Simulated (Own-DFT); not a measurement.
# Which arrangement is lower? C34N2Si36, 72 atoms

These are calculations, not measurements. The program, named Own-DFT, is a retired in-house plane-wave density functional code that no person has reviewed. Each row is one single-point run on a periodic cell that was not relaxed, without spin or spin-orbit coupling.

Settings of every run: PBE; PseudoDojo norm-conserving scalar-relativistic files; cutoff 42 hartree; 4 x 4 x 3 k mesh centred on Gamma; Fermi-Dirac smearing of 0.1 eV.

Known limits: not probed for a lower state with spin; forces on such cells passed a denser k mesh, each cell not checked; stress not checked against mesh or cutoff.

All cells hold the same atoms in the same cell, with vectors in Å (9.248, 0.000, 0.000); (-4.624, 8.009, 0.000); (0.000, 0.000, 10.068). Every atom was moved at random from its ideal site; u is the rms move along one axis. The defect's site can differ from row to row. E is the free energy of the cell above the lowest run. The arrangements:

- A: 4H SiC, with two N on a C site each, 3.1 Å apart
- B: 2H SiC, with two N on a C site each, 3.1 Å apart

| arrangement | u (Å) | E (eV) | P (GPa) |
|---|---|---|---|
| A | 0.0291 | 0.324 | 2.72 |
| A | 0.0292 | 0.000 | 2.55 |
| A | 0.0311 | 0.559 | 2.64 |
| A | 0.0498 | 3.741 | 3.79 |
| A | 0.0511 | 4.993 | 4.30 |
| A | 0.0521 | 5.232 | 4.37 |
| B | 0.0279 | 1.108 | 2.96 |
| B | 0.0312 | 1.200 | 2.89 |
| B | 0.0313 | 1.345 | 2.87 |
| B | 0.0487 | 4.739 | 4.17 |
| B | 0.0514 | 6.187 | 4.95 |
| B | 0.0539 | 6.009 | 4.75 |

Question: once the cost of the random moves is taken out, how do the arrangements rank?

## Worked answer

Fit E = a + b u², with one b for all and one a for each arrangement, and with residuals divided by u², since the noise grows with the moves. Then b = 2519 eV/Å², the scatter at u = 0.04 Å is 0.32 eV, and against A:

- B: 0.92 ± 0.14 eV (higher)

These are energies of unrelaxed cells. Relaxing the atoms lowers the strained arrangements most, so the gaps would shrink and small ones could change sign.
